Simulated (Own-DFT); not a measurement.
# Across the composition range of diamond-structure SiGe

All numbers below are calculated, not measured. They come from Own-DFT, an in-house plane-wave density functional program, since retired, whose code no person has reviewed. Each row is one single-point run on a periodic cell that was not relaxed, without spin or spin-orbit coupling.

Settings of every run: PBE; PseudoDojo norm-conserving scalar-relativistic files; cutoff 42 hartree; 5 x 5 x 5 k mesh centred on Gamma; Fermi-Dirac smearing of 0.1 eV.

Known limits, some of them of some rows only: forces on such cells failed a check on a denser k mesh; forces on such cells moved up to 12 meV/angstrom on a denser k mesh; forces on such cells passed a denser k mesh, each cell not checked; stress not checked against mesh or cutoff.

Each cell has 16 atoms, with Ge and Si placed at random on their shared sites; x is the share of Ge. Lattice constants follow the straight line between measured values of the end members, and atoms start on the ideal sites of that lattice. Every atom was also moved at random, by a Gaussian of width 0.03 Å on each axis. u is the rms move along one axis. dE is the free energy for each Ge or Si site above the straight-line part, a + b x, of the fit below.

| x | cell | u (Å) | volume (Å³/atom) | P (GPa) | dE (meV/site) |
|---|---|---|---|---|---|
| 0.125 | Ge2Si14 | 0.0351 | 20.340 | 2.39 | 23.4 |
| 0.125 | Ge2Si14 | 0.0253 | 20.340 | 2.24 | 9.4 |
| 0.125 | Ge2Si14 | 0.0327 | 20.340 | 2.27 | 11.5 |
| 0.125 | Ge2Si14 | 0.0278 | 20.340 | 2.18 | 5.5 |
| 0.250 | Ge4Si12 | 0.0334 | 20.659 | ? | ? |
| 0.500 | Ge8Si8 | 0.0272 | 21.306 | 2.76 | 28.1 |
| 0.500 | Ge8Si8 | 0.0322 | 21.306 | 2.80 | 25.2 |
| 0.500 | Ge8Si8 | 0.0283 | 21.306 | 2.78 | 25.8 |
| 0.500 | Ge8Si8 | 0.0295 | 21.306 | 2.81 | 24.9 |
| 0.750 | Ge12Si4 | 0.0299 | 21.966 | 3.41 | 22.7 |
| 0.750 | Ge12Si4 | 0.0289 | 21.966 | 3.36 | 21.9 |
| 0.750 | Ge12Si4 | 0.0281 | 21.966 | 3.36 | 18.3 |
| 0.750 | Ge12Si4 | 0.0273 | 21.966 | 3.30 | 16.4 |
| 0.875 | Ge14Si2 | 0.0306 | 22.302 | 3.64 | 13.0 |
| 0.875 | Ge14Si2 | 0.0270 | 22.302 | 3.61 | 11.4 |
| 0.875 | Ge14Si2 | 0.0278 | 22.302 | 3.62 | 10.1 |
| 0.875 | Ge14Si2 | 0.0299 | 22.302 | 3.55 | 6.4 |

## Worked fit

Fit E = a + b x + W x (1 - x) + k (u² - 0.03²) to the rows shown. It gives W = 108 ± 15 meV/site and k = 17 ± 6 eV/Å², with a scatter of 3.6 meV/site. Part of W is bond strain that relaxing the atoms would remove. The pressures follow P = 2.15 + 0.82 x + 0.99 x² GPa, with a scatter of 0.06.

## Withheld member

Question: what pressure and dE should the cell at x = 0.250 give?

The fits give 2.4 GPa and 24 meV/site. The calculation gave 2.37 GPa and 17.0 meV/site.
